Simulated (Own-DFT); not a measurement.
Si$_{3}$N$_{4}$ (beta silicon nitride, strained, atoms displaced) (calculated)

A calculation, not a measurement: plane-wave PBE density functional theory by an unreviewed code, no spin, of a simulated periodic cell, stress positive in tension, free energy of the whole cell less one offset for each atom, forces on such cells moved up to 12 meV/angstrom on a denser k mesh; offsets are fitted by least squares, one for each functional and potential file, so energies compare only between cells with the same atoms and settings and are not formation energies; the far tail of each file's local potential was reset to the Coulomb form; each entry is a single point on an unrelaxed cell, so the pressure reflects the starting lattice, mostly measured values (interpolated for alloys), from which strain is counted, and rises with the displacements; printed positions are rounded, which can move forces by about a meV/angstrom; the program, named Own-DFT, is a retired in-house code; no spin-orbit coupling; before rounding, a Quantum ESPRESSO 7.3.1 run of the same cell and cutoff gave forces within 1 meV/angstrom rms on each cell, which checks the program and not the settings. Program: Own-DFT development build.

Common to all runs: functional PBE; potential files PseudoDojo norm-conserving, scalar-relativistic, standard set; wave cutoff 42 hartree; occupations Fermi-Dirac; smearing width 0.1 eV; k mesh 2 x 2 x 4 centred on Gamma.

(1) Si$_{3}$N$_{4}$ (beta silicon nitride, strained, atoms displaced)

```xyz
112
Lattice="15.0484 0.0623 0.2664 -7.4703 12.9080 -0.1844 0.1019 -0.0226 5.9080" Properties=species:S:1:pos:R:3 Si3N4
Si    -1.5282     4.9207     0.7720
Si     0.1909     2.5834     0.6904
Si     1.4104     5.3377     0.7168
Si     5.4607     1.4432     2.2721
Si     3.5791     3.8767     2.2686
Si     2.3623     1.0603     2.2512
N      2.5124     0.1265     0.7323
N      6.1336     1.9398     0.8073
N      2.7928     4.2776     0.7844
N      1.4089     6.1685     2.2765
N     -2.3544     4.4355     2.2350
N      1.1319     2.1596     2.2261
N     -0.0043     4.2924     0.6698
N      3.9290     2.1084     2.2740
Si    -1.5052     4.9218     3.6110
Si     0.2857     2.5916     3.6702
Si     1.4419     5.4552     3.7528
Si     5.4264     1.5351     5.2706
Si     3.5972     3.8958     5.1629
Si     2.4311     1.0967     5.1867
N      2.5226     0.2028     3.7751
N      6.2437     2.0030     3.7423
N      2.8678     4.2746     3.7546
N      1.4658     6.2282     5.2008
N     -2.4338     4.5182     5.0492
N      1.1675     1.9939     5.2229
N      0.0165     4.4131     3.6660
N      3.8751     2.0140     5.2349
Si    -5.2157    11.3777     0.5887
Si    -3.4429     9.0714     0.6648
Si    -2.2628    11.7629     0.6183
Si     1.5419     7.9012     2.2238
Si    -0.1211    10.4105     2.1077
Si    -1.3083     7.5305     2.1747
N     -1.3636     6.6939     0.7354
N      2.4542     8.4394     0.7011
N     -1.0250    10.7719     0.6846
N     -2.3733    12.6636     2.1400
N     -6.0235    11.0877     1.9638
N     -2.6856     8.6092     2.1934
N     -3.7235    10.7843     0.6941
N      0.0695     8.6307     2.1735
Si    -5.2676    11.4016     3.6008
Si    -3.4626     9.0920     3.5982
Si    -2.2323    11.8053     3.6228
Si     1.7152     7.9114     5.1878
Si    -0.0216    10.3504     5.1218
Si    -1.2961     7.5549     5.0848
N     -1.2636     6.6691     3.7091
N      2.4604     8.4949     3.7526
N     -0.9425    10.7916     3.6620
N     -2.3172    12.7279     5.1367
N     -6.0258    11.0435     5.0234
N     -2.5886     8.5736     5.1100
N     -3.5965    10.7496     3.6499
N      0.1535     8.6690     5.1369
Si     5.9163     5.0645     0.7980
Si     7.7639     2.5429     0.9919
Si     8.8935     5.4100     0.7237
Si    12.9885     1.5981     2.5293
Si    11.2131     3.8803     2.2810
Si     9.9555     1.1628     2.3993
N      9.8563     0.2643     0.9254
N     13.6568     1.9836     0.9589
N     10.2929     4.3124     0.9988
N      8.9922     6.2738     2.2958
N      5.2106     4.5392     2.2861
N      8.6913     2.1952     2.3443
N      7.5426     4.4041     0.8713
N     11.3970     2.1829     2.3979
Si     5.9928     4.9341     3.7673
Si     7.8388     2.6994     3.7470
Si     8.9831     5.4115     3.8021
Si    13.0334     1.4919     5.3731
Si    11.1974     3.8473     5.3852
Si     9.9769     1.1856     5.4660
N     10.1411     0.1396     3.8725
N     13.5911     1.9612     3.8745
N     10.4249     4.3302     3.8495
N      8.9403     6.2904     5.2838
N      5.2708     4.5572     5.2247
N      8.7026     2.1902     5.2210
N      7.5403     4.2962     3.8877
N     11.4755     2.1247     5.4453
Si     2.2281    11.4433     0.6910
Si     4.0514     9.0693     0.7828
Si     5.1034    11.7921     0.7213
Si     9.1292     8.0629     2.3396
Si     7.4367    10.4046     2.3280
Si     6.2473     7.5971     2.2549
N      6.2237     6.7224     0.8800
N      9.9817     8.5141     0.8489
N      6.5848    10.9371     0.8071
N      5.2255    12.7463     2.2570
N      1.4653    10.9955     2.2073
N      4.8209     8.5861     2.2881
N      3.7908    10.8128     0.7548
N      7.5820     8.6876     2.2423
Si     2.2684    11.4262     3.6839
Si     4.0788     9.1066     3.7603
Si     5.2242    11.7930     3.7820
Si     9.1706     7.9194     5.3250
Si     7.4516    10.3323     5.2894
Si     6.2594     7.6296     5.2313
N      6.1740     6.6591     3.7112
N      9.9865     8.4038     3.9024
N      6.6751    10.8265     3.7759
N      5.2461    12.7226     5.2028
N      1.3696    10.9428     5.1361
N      4.9182     8.6661     5.1897
N      3.8315    10.7669     3.6763
N      7.6872     8.6780     5.2909
```

```
free energy of cell above offsets : -4.323 eV
pressure                          : 11.42 GPa
stress xx                         : -16.84 GPa
stress yy                         : -13.81 GPa
stress zz                         : -3.62 GPa
stress yz                         : -1.19 GPa
stress xz                         : 4.46 GPa
stress xy                         : 3.12 GPa
```

Force:
| element | x (eV/Å) | y (eV/Å) | z (eV/Å) |
| --- | --- | --- | --- |
| Si | -2.799 | 1.435 | -2.511 |
| Si | 0.998 | -0.406 | 1.242 |
| Si | -0.481 | -1.652 | 1.88 |
| Si | -1.768 | -0.238 | 1.696 |
| Si | 2.792 | -3.491 | -0.619 |
| Si | 5.714 | -1.217 | -0.77 |
| N | -1.595 | 2.998 | 0.826 |
| N | 3.247 | 0.517 | 0.531 |
| N | -1.41 | 1.658 | -0.333 |
| N | 0.58 | 2.375 | -2.629 |
| N | 3.53 | 1.913 | -2.019 |
| N | -3.368 | 1.427 | -0.715 |
| N | 2.236 | -0.493 | 0.074 |
| N | -4.375 | 1.816 | -0.026 |
| Si | -3.364 | 1.838 | 2.489 |
| Si | -0.302 | 0.925 | 0.751 |
| Si | -0.104 | -4.809 | -0.633 |
| Si | 0.976 | -1.427 | -1.538 |
| Si | 3.751 | -3.987 | 2.461 |
| Si | 6.869 | -4.061 | 1.657 |
| N | -1.574 | -0.833 | -2.243 |
| N | 0.647 | -0.9 | 0.389 |
| N | -3.629 | 2.75 | -1.107 |
| N | 0.56 | 1.007 | 1.15 |
| N | 5.868 | 2.452 | 1.991 |
| N | -7.184 | 5.05 | -1.692 |
| N | 4.112 | -4.126 | 0.445 |
| N | -2.51 | 5.266 | -0.316 |
| Si | -0.922 | 1.282 | -2.558 |
| Si | -0.95 | 0.716 | 0.404 |
| Si | -5.417 | 2.964 | 1.158 |
| Si | 3.376 | 2.092 | 0.226 |
| Si | -1.196 | -2.081 | 2.15 |
| Si | -0.073 | 2.707 | 1.476 |
| N | -0.031 | -2.483 | -1.538 |
| N | -0.701 | -1.565 | 1.698 |
| N | 4.368 | -2.071 | -0.194 |
| N | 1.811 | 0.329 | -0.496 |
| N | -2.899 | -1.792 | 4.909 |
| N | 0.746 | -1.186 | -1.773 |
| N | 3.943 | -2.335 | -0.4 |
| N | -1.765 | 0.375 | -0.174 |
| Si | 2.69 | 0.535 | -2.508 |
| Si | -0.398 | -0.885 | 1.971 |
| Si | -2.734 | 1.139 | 0.69 |
| Si | -0.789 | 3.147 | -0.013 |
| Si | -8.278 | -3.605 | -0.861 |
| Si | 2.671 | 1.808 | 2.651 |
| N | -0.304 | -1.935 | -3.134 |
| N | -0.386 | -2.042 | -1.54 |
| N | 3.201 | -1.103 | -0.589 |
| N | 1.745 | -0.669 | -1.314 |
| N | -1.527 | -1.342 | 1.051 |
| N | -1.846 | 0.779 | -0.908 |
| N | -2.194 | 0.851 | -0.104 |
| N | -1.058 | -3.022 | 0.152 |
| Si | 1.872 | -2.078 | 0.581 |
| Si | -0.693 | 3.532 | -4.886 |
| Si | 0.634 | -2.621 | 5.577 |
| Si | -5.551 | -4.781 | -7.838 |
| Si | -3.789 | -1.902 | 4.173 |
| Si | 4.477 | -1.825 | 1.736 |
| N | -0.515 | -1.609 | 0.77 |
| N | 2.429 | 0.593 | 0.197 |
| N | -1.118 | 1.532 | -3.859 |
| N | -0.133 | 1.76 | 0.003 |
| N | -1.796 | 0.19 | -0.476 |
| N | -2.438 | 0.759 | 0.456 |
| N | -0.68 | -2.66 | -0.003 |
| N | -1.511 | -0.018 | -0.125 |
| Si | 0.753 | 1.033 | -1.297 |
| Si | 0.015 | -1.937 | 2.585 |
| Si | 0.38 | -2.779 | -1.504 |
| Si | -2.75 | -0.733 | 1.95 |
| Si | -3.576 | -2.161 | -1.096 |
| Si | 3.463 | -0.652 | -4.169 |
| N | -1.76 | 3.133 | 0.512 |
| N | 8.241 | 3.475 | 6.038 |
| N | -1.668 | 1.035 | 0.219 |
| N | 0.258 | -0.231 | -1.698 |
| N | -3.059 | -0.469 | 1.368 |
| N | -2.459 | 0.735 | 1.744 |
| N | 2.435 | 2.89 | -0.724 |
| N | -2.426 | 0.846 | -0.121 |
| Si | -1.017 | 0.145 | 0.304 |
| Si | -0.541 | 0.808 | 0.869 |
| Si | 2.511 | 2.784 | 2.655 |
| Si | 2.339 | -1.706 | 0.271 |
| Si | -0.21 | 0.711 | -2.114 |
| Si | -0.252 | 1.56 | 2.55 |
| N | -0.78 | 0.202 | -4.151 |
| N | -0.917 | -1.185 | 0.494 |
| N | 0.427 | -1.35 | 0.743 |
| N | 0.5 | -0.248 | 0.232 |
| N | -0.313 | 0.436 | -1.025 |
| N | 0.038 | 0.131 | -1.059 |
| N | -0.958 | -2.223 | -0.409 |
| N | -0.628 | 0.462 | 0.548 |
| Si | -0.082 | -0.402 | -0.129 |
| Si | -0.653 | -0.557 | -1.143 |
| Si | -0.336 | 0.902 | -2.735 |
| Si | 2.579 | 3.225 | 0.64 |
| Si | 0.421 | 1.854 | -0.382 |
| Si | 1.514 | -0.929 | -0.459 |
| N | 0.45 | 1.058 | 1.603 |
| N | 0.499 | 0.417 | -1.878 |
| N | -0.559 | 0.168 | 1.223 |
| N | 0.617 | -0.292 | 0.256 |
| N | 9.132 | 4.813 | 0.821 |
| N | -0.011 | -0.389 | 0.729 |
| N | 1.073 | -0.176 | 0.752 |
| N | -2.375 | -1.674 | -0.184 |

(2) Si$_{3}$N$_{4}$ (beta silicon nitride, strained, atoms displaced)

```xyz
112
Lattice="15.0736 0.2819 0.0685 -7.2927 13.0682 0.2159 0.0262 0.1105 5.8457" Properties=species:S:1:pos:R:3 Si3N4
Si    -1.4831     5.0475     0.8013
Si     0.2829     2.6815     0.7868
Si     1.4794     5.4764     0.9199
Si     5.4067     1.6884     2.1981
Si     3.6171     4.0803     2.2702
Si     2.4654     1.1776     2.2156
N      2.3891     0.2539     0.7802
N      6.3023     2.1940     0.7797
N      2.8724     4.4774     0.8731
N      1.4350     6.4980     2.2938
N     -2.3670     4.5755     2.2238
N      1.1525     2.2788     2.2413
N      0.0463     4.4366     0.8739
N      3.8881     2.3121     2.2526
Si    -1.4184     5.1137     3.6834
Si     0.3418     2.6971     3.8356
Si     1.5494     5.5416     3.7341
Si     5.4061     1.7162     5.2105
Si     3.6814     4.2023     5.1517
Si     2.4249     1.3530     5.1626
N      2.3892     0.3316     3.6338
N      6.2850     2.1530     3.7125
N      2.8553     4.6444     3.7196
N      1.4688     6.5343     5.2152
N     -2.2253     4.7325     5.1665
N      1.0427     2.3894     5.1862
N      0.1463     4.5306     3.7773
N      3.8757     2.4765     5.1704
Si    -5.0750    11.6054     0.8319
Si    -3.3595     9.2540     0.8762
Si    -2.1690    11.9574     1.0069
Si     1.8045     8.1239     2.4063
Si    -0.0206    10.5831     2.4009
Si    -1.2696     7.7601     2.3107
N     -1.2522     6.7925     0.7536
N      2.5331     8.6832     0.8876
N     -0.7995    11.0429     0.9342
N     -2.2026    12.9685     2.4727
N     -5.9308    11.1374     2.5135
N     -2.5755     8.8686     2.4133
N     -3.5965    10.9142     0.9460
N      0.1581     8.8544     2.3110
Si    -5.0419    11.6784     3.8146
Si    -3.3953     9.2328     3.7953
Si    -2.1577    12.1474     3.8928
Si     1.8207     8.2583     5.3037
Si     0.0824    10.6099     5.2742
Si    -1.1482     7.7840     5.2420
N     -1.2531     6.7797     3.7945
N      2.4430     8.7471     3.9146
N     -0.8039    10.9905     3.9136
N     -2.0940    13.0327     5.3736
N     -5.9190    11.2883     5.2371
N     -2.6777     8.8167     5.3599
N     -3.5898    10.9545     3.8586
N      0.1670     8.9347     5.3251
Si     6.0401     5.2548     0.8345
Si     7.7787     2.8461     0.8528
Si     9.0320     5.7141     0.8332
Si    12.9888     1.7736     2.3062
Si    11.1049     4.1788     2.3002
Si    10.0078     1.3068     2.2450
N      9.9223     0.4506     0.7942
N     13.7700     2.2208     0.8056
N     10.3696     4.6040     0.8747
N      9.0518     6.6723     2.3549
N      5.2042     4.8037     2.2851
N      8.6123     2.4214     2.2543
N      7.6057     4.5448     0.8337
N     11.3915     2.4759     2.2866
Si     6.0758     5.2742     3.7750
Si     7.8393     2.8577     3.6508
Si     9.0246     5.6710     3.8831
Si    12.9004     1.8504     5.1381
Si    11.1246     4.2504     5.2609
Si     9.9078     1.3890     5.1765
N      9.9691     0.3943     3.6769
N     13.6800     2.3235     3.7602
N     10.3930     4.6890     3.7157
N      9.0650     6.5688     5.2950
N      5.3070     4.8349     5.1058
N      8.6464     2.5269     5.1872
N      7.5712     4.6765     3.7276
N     11.4148     2.5033     5.2258
Si     2.3629    11.7558     0.9528
Si     4.2154     9.3563     0.8481
Si     5.3190    12.1037     0.9981
Si     9.3169     8.4019     2.3396
Si     7.4940    10.7668     2.3876
Si     6.2562     7.8946     2.2958
N      6.2238     7.0678     0.9639
N     10.1072     8.7970     0.9178
N      6.7038    11.1347     1.0260
N      5.3735    13.1183     2.4084
N      1.6110    11.2552     2.3907
N      4.9846     8.9385     2.3695
N      3.9865    11.0811     0.9074
N      7.7892     9.0109     2.4021
Si     2.3832    11.7944     3.8297
Si     4.1997     9.3850     3.8845
Si     5.4335    12.2278     3.8808
Si     9.3655     8.3785     5.2547
Si     7.5477    10.8176     5.4456
Si     6.3353     7.9768     5.3097
N      6.3458     6.9946     3.8307
N     10.0876     8.8208     3.8273
N      6.7968    11.2302     3.9334
N      5.4307    13.2380     5.4063
N      1.5932    11.2199     5.3451
N      4.8689     9.0670     5.3344
N      4.0571    11.1201     3.9066
N      7.7537     9.0166     5.2929
```

```
free energy of cell above offsets : -6.611 eV
pressure                          : 8.73 GPa
stress xx                         : -10.68 GPa
stress yy                         : -5.04 GPa
stress zz                         : -10.48 GPa
stress yz                         : 5.71 GPa
stress xz                         : 1.55 GPa
stress xy                         : 8.09 GPa
```

Force:
| element | x (eV/Å) | y (eV/Å) | z (eV/Å) |
| --- | --- | --- | --- |
| Si | -2.068 | 0.859 | -0.363 |
| Si | -2.513 | 1.561 | 2.532 |
| Si | -2.255 | 0.556 | -2.714 |
| Si | 1.872 | -0.831 | 1.665 |
| Si | 2.557 | -2.164 | 1.505 |
| Si | 1.213 | 2.332 | -0.634 |
| N | 0.083 | 0.669 | -1.703 |
| N | -4.238 | -2.999 | -0.182 |
| N | -0.892 | 0.985 | -3.104 |
| N | 1.041 | -1.475 | 0.527 |
| N | 1.331 | 1.233 | 0.918 |
| N | -1.052 | 0.127 | 1.029 |
| N | 3.395 | -1.331 | 0.052 |
| N | -2.812 | 0.81 | -0.056 |
| Si | -2.271 | -1.222 | 0.195 |
| Si | -4.533 | 3.247 | -7.764 |
| Si | -5.371 | 2.895 | 1.786 |
| Si | 1.408 | 0.35 | -1.327 |
| Si | 0.68 | -0.868 | 1.512 |
| Si | 2.097 | -0.77 | -0.663 |
| N | 0.312 | 0.494 | 3.161 |
| N | -1.258 | -1.139 | -0.445 |
| N | 3.515 | -2.561 | 0.04 |
| N | 1.266 | -0.724 | 0.805 |
| N | -2.851 | -1.504 | 0.109 |
| N | 4.105 | -2.466 | 3.127 |
| N | 1.34 | -2.844 | -0.421 |
| N | -1.916 | -1.328 | 0.023 |
| Si | -3.126 | -0.258 | 2.46 |
| Si | -1.773 | -0.661 | 2.298 |
| Si | -1.754 | 0.98 | -0.408 |
| Si | -2.303 | 3.34 | -1.204 |
| Si | 0.232 | -1.859 | 0.155 |
| Si | 2.368 | -0.121 | -0.314 |
| N | -0.433 | -1.18 | 4.706 |
| N | 2.367 | -0.31 | 1.655 |
| N | 1.494 | -0.538 | -0.108 |
| N | 0.752 | 2.035 | -2.764 |
| N | -1.093 | 0.369 | -4.702 |
| N | 0.494 | -1.197 | -2.522 |
| N | 2.695 | 1.375 | -0.082 |
| N | 0.196 | -0.895 | 0.624 |
| Si | -2.457 | 0.173 | 0.463 |
| Si | -0.655 | 1.214 | 2.747 |
| Si | -0.695 | -3.799 | 1.882 |
| Si | -4.148 | -1.507 | 2.678 |
| Si | -3.028 | -1.261 | 2.185 |
| Si | -0.541 | 2.43 | -1.997 |
| N | -0.108 | 3.157 | -1.344 |
| N | 4.949 | 0.873 | -4.578 |
| N | -0.937 | 2.078 | -1.988 |
| N | -0.331 | 1.289 | 0.615 |
| N | -1.335 | -0.345 | 2.466 |
| N | 3.075 | -1.773 | -4.272 |
| N | 3.749 | 1.037 | 0.122 |
| N | 0.382 | -1.933 | -0.345 |
| Si | 0.417 | -0.278 | -0.132 |
| Si | 2.982 | 1.983 | -2.17 |
| Si | -1.256 | -3.279 | 6.261 |
| Si | -1.308 | 0.729 | -2.05 |
| Si | 2.765 | -1.364 | 0.29 |
| Si | 1.306 | 3.525 | 0.18 |
| N | -0.792 | -2.91 | -0.335 |
| N | 0.945 | -0.158 | -0.107 |
| N | -1.443 | 1.051 | -1.253 |
| N | 0.271 | -1.385 | -0.31 |
| N | -0.321 | 0.326 | 0.232 |
| N | 1.773 | -1.58 | -0.404 |
| N | 0.641 | 2.136 | 0.04 |
| N | -1.467 | -1.901 | 0.111 |
| Si | -0.219 | 1.946 | -3.631 |
| Si | -0.901 | 2.696 | 2.85 |
| Si | -1.813 | 0.207 | -4.031 |
| Si | 1.434 | -0.211 | 3.246 |
| Si | 3.359 | -1.028 | -1.242 |
| Si | 2.932 | 2.2 | -1.23 |
| N | -0.863 | 1.014 | 1.488 |
| N | 4.318 | 0.724 | -1.102 |
| N | -0.641 | 0.146 | 2.812 |
| N | 0.539 | 4.734 | -3.144 |
| N | -3.183 | -0.309 | 5.253 |
| N | -0.647 | -0.527 | -0.422 |
| N | 4.216 | -2.665 | -0.052 |
| N | -4.426 | 0.709 | -0.097 |
| Si | 1.284 | -0.699 | -0.965 |
| Si | -4.809 | 2.158 | 5.897 |
| Si | -0.649 | 2.613 | -0.972 |
| Si | -0.637 | -1.704 | 0.845 |
| Si | 3.963 | -2.554 | 4.86 |
| Si | 4.816 | 2.77 | 5.989 |
| N | -0.441 | -5.348 | -4.845 |
| N | 1.167 | 0.195 | -1.504 |
| N | -0.634 | 0.572 | -2.203 |
| N | 0.383 | 0.278 | 0.653 |
| N | -1.171 | 0.434 | 0.638 |
| N | -2.21 | 0.785 | 0.453 |
| N | -1.101 | 0.027 | 0.393 |
| N | -4.339 | 0.96 | -0.53 |
| Si | 1.959 | -2.249 | 1.459 |
| Si | -2.728 | 2.158 | -3.046 |
| Si | -1.746 | 0.031 | 1.734 |
| Si | -1.497 | -0.412 | 1.894 |
| Si | 1.931 | -1.748 | -2.795 |
| Si | 1.115 | 1.326 | -1.837 |
| N | -1.146 | 1.069 | 0.227 |
| N | 1.975 | 0.133 | -0.623 |
| N | -0.37 | 0.071 | -0.167 |
| N | -0.006 | -2.528 | -1.019 |
| N | 2.952 | 3.148 | -0.34 |
| N | 5.682 | -4.208 | -3.186 |
| N | -1.463 | 0.664 | -0.714 |
| N | -1.116 | 0.916 | 0.617 |
